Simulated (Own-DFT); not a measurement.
# Response to strain: diamond-structure GeSn with randomly placed atoms, 64 atoms (Ge60Sn4)

Calculated results; nothing here was measured. They come from Own-DFT, an in-house plane-wave density functional program, since retired, whose code no person has reviewed. Each row is one single-point run on a periodic cell that was not relaxed, without spin or spin-orbit coupling.

Settings of every run: PBE; PseudoDojo norm-conserving scalar-relativistic files; cutoff 49 hartree; 3 x 3 x 3 k mesh centred on Gamma; Fermi-Dirac smearing of 0.1 eV.

Known limits: forces on such cells moved up to 12 meV/angstrom on a denser k mesh; stress not checked against mesh or cutoff.

Unstrained cell vectors in Å: (11.420, 0.000, 0.000); (0.000, 11.420, 0.000); (0.000, 0.000, 11.420). The unstrained cell has measured lattice constants (interpolated for alloys), not those of this functional. That, the random moves and any unrelaxed bonds set the pressure at no strain. Each run strains this cell uniformly, with the atoms carried along. Every atom was also moved at random, by a Gaussian of width 0.05 Å on each axis. The random placing of the alloy's atoms differs from row to row. Strain is the symmetric tensor, in per cent. Stress is positive in tension, and the pressure is minus a third of its trace.

| run | e_xx (%) | e_yy (%) | e_zz (%) | s_xx (GPa) | s_yy (GPa) | s_zz (GPa) | P (GPa) | E (meV/atom) |
|---|---|---|---|---|---|---|---|---|
| 1 | -2.50 | -2.50 | 0.00 | -9.74 | -9.72 | -8.02 | 9.16 | 75.3 |
| 2 | -0.50 | -0.50 | 0.00 | -5.70 | -5.85 | -5.59 | 5.71 | 37.2 |
| 3 | 1.00 | 1.00 | 0.00 | -2.96 | -2.97 | -3.63 | 3.19 | 0.0 |
| 4 | -1.25 | -1.25 | 0.00 | -7.23 | -7.28 | -6.35 | 6.95 | 51.2 |
| 5 | -0.75 | -0.75 | 0.00 | -6.18 | -6.14 | -5.69 | 6.00 | 33.2 |
| 6 | 2.75 | 2.75 | 0.00 | -0.64 | -0.60 | -2.13 | 1.13 | 1.5 |
| 7 | 1.25 | 1.25 | 0.00 | -2.75 | -2.71 | -3.24 | 2.90 | 2.5 |
| 8 | 1.50 | 1.50 | 0.00 | -2.40 | -2.37 | -3.33 | 2.70 | 8.8 |
| 9 | -0.25 | -0.25 | 0.00 | ? | ? | ? | ? | ? |

E is the free energy for each atom above the lowest run shown.

## Worked fit

The change of volume is close to e_xx + e_yy + e_zz. A straight line through the runs shown gives P = 5.03 - 77 x (fractional change of volume) GPa, with an error of 3 on the slope and a scatter of 0.27 GPa. The strain isn't the same on all axes, but the crystal is cubic, so the slope still estimates the bulk modulus, averaged over pressures from 1.1 to 9.2 GPa.

## Withheld run

Question: what pressure should run 9 give? Its volume changes by -0.50 %.

The line gives 5.4 GPa. The calculation gave 5.30 GPa.
